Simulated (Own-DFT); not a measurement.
# Shaking the atoms of zincblende GaP, 64 atoms (Ga32P32)

All numbers below are calculated, not measured. The program, named Own-DFT, is a retired in-house plane-wave density functional code that no person has reviewed. Each row is one single-point run on a periodic cell that was not relaxed, without spin or spin-orbit coupling.

Settings of every run: PBE; PseudoDojo norm-conserving scalar-relativistic files; cutoff 42 hartree; 3 x 3 x 3 k mesh centred on Gamma; Fermi-Dirac smearing of 0.1 eV.

Known limits, some of them of some rows only: some atoms lie very close together; forces on such cells passed a denser k mesh, each cell not checked; stress not checked against mesh or cutoff.

Cell vectors in Å: (10.901, 0.000, 0.000); (0.000, 10.901, 0.000); (0.000, 0.000, 10.901). In each run every atom was moved at random and independently from its ideal site; u is the rms move along one axis. E is the free energy for each atom above the fitted value at u = 0, and F the rms of the force components.

```
run   u (Å)  E (meV/atom)  F (eV/Å)  largest force (eV/Å)  P (GPa)
  1  0.0200           8.4     0.269                  0.87     2.71
  2  0.0203           8.5     0.273                  0.83     2.71
  3  0.0211           9.0     0.276                  0.91     2.70
  4  0.0460          41.0     0.681                  2.93     3.17
  5  0.0501          50.1     0.768                  2.60     3.37
  6  0.0509          46.1     0.723                  3.21     3.21
  7  0.1048             ?         ?                     ?        ?
  8  0.1087         258.6     2.144                  9.06     6.57
  9  0.1405         346.8     2.472                 13.84     7.82
 10  0.2038         682.4     3.537                 15.85    13.03
```

## Worked fit

For small independent moves the energy grows as E = (3/2) K u², with K the mean stiffness felt by one atom. The runs with u up to 0.11 Å give K = 13.4 ± 0.6 eV/Å², with residuals divided by u² + 0.0006 Å², since the noise grows with the moves. The scatter is 3.7 meV/atom at u = 0.05 Å. The forces follow F = G u with G = 15.0 eV/Å²; no force at u = 0 is resolved. G exceeds K because the moves of its neighbours add to the force on an atom, and stiffness differs between atoms. At u = 0.204 Å the parabola gives 832 meV/atom and the run 682. The pressure follows P = 2.51 + 341 u² GPa: at fixed volume, shortened bonds push harder than stretched ones pull.

## Withheld run

Question: what energy and rms force should run 7 give?

The fit gives 220 ± 16 meV/atom and about 1.57 eV/Å. The calculation gave 202.9 meV/atom and 1.631 eV/Å.
